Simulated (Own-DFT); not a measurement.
# What random displacements cost in grey tin, 64 atoms (Sn64)

All numbers below are calculated, not measured. They come from Own-DFT, an in-house plane-wave density functional program, since retired, whose code no person has reviewed. Each row is one single-point run on a periodic cell that was not relaxed, without spin or spin-orbit coupling.

Settings of every run: PBE; PseudoDojo norm-conserving scalar-relativistic files; cutoff 42 hartree; 3 x 3 x 3 k mesh centred on Gamma; cold (Marzari-Vanderbilt) smearing of 0.2 eV.

Known limits: forces on such cells moved up to 12 meV/angstrom on a denser k mesh; stress not checked against mesh or cutoff.

Cell vectors in Å: (12.978, 0.000, 0.000); (0.000, 12.978, 0.000); (0.000, 0.000, 12.978). In each run every atom was moved at random and independently from its ideal site; u is the rms move along one axis. E is the free energy for each atom above the fitted value at u = 0, and F the rms of the force components.

```
run   u (Å)  E (meV/atom)  F (eV/Å)  largest force (eV/Å)  P (GPa)
  1  0.0188           4.8     0.198                  0.54     3.37
  2  0.0191           5.3     0.211                  0.71     3.38
  3  0.0205             ?         ?                     ?        ?
  4  0.0469          29.0     0.515                  1.69     3.61
  5  0.0498          36.6     0.611                  2.45     3.67
  6  0.0513          32.3     0.533                  1.62     3.63
  7  0.0956         120.7     1.140                  3.92     4.45
  8  0.1014         152.7     1.370                  6.96     4.77
  9  0.1444         224.4     1.584                  8.30     5.34
```

## Worked fit

For small independent moves the energy grows as E = (3/2) K u², with K the mean stiffness felt by one atom. The runs with u up to 0.11 Å give K = 9.1 ± 0.3 eV/Å², with residuals divided by u² + 0.0006 Å², since the noise grows with the moves. The scatter is 2.7 meV/atom at u = 0.05 Å. The forces follow F = G u with G = 11.6 eV/Å²; no force at u = 0 is resolved. G exceeds K because the moves of its neighbours add to the force on an atom, and stiffness differs between atoms. At u = 0.144 Å the parabola gives 286 meV/atom and the run 224. The pressure follows P = 3.32 + 134 u² GPa: at fixed volume, shortened bonds push harder than stretched ones pull.

## Withheld run

Question: what energy and rms force should run 3 give?

The fit gives 6 ± 1 meV/atom and about 0.24 eV/Å. The calculation gave 5.7 meV/atom and 0.222 eV/Å.
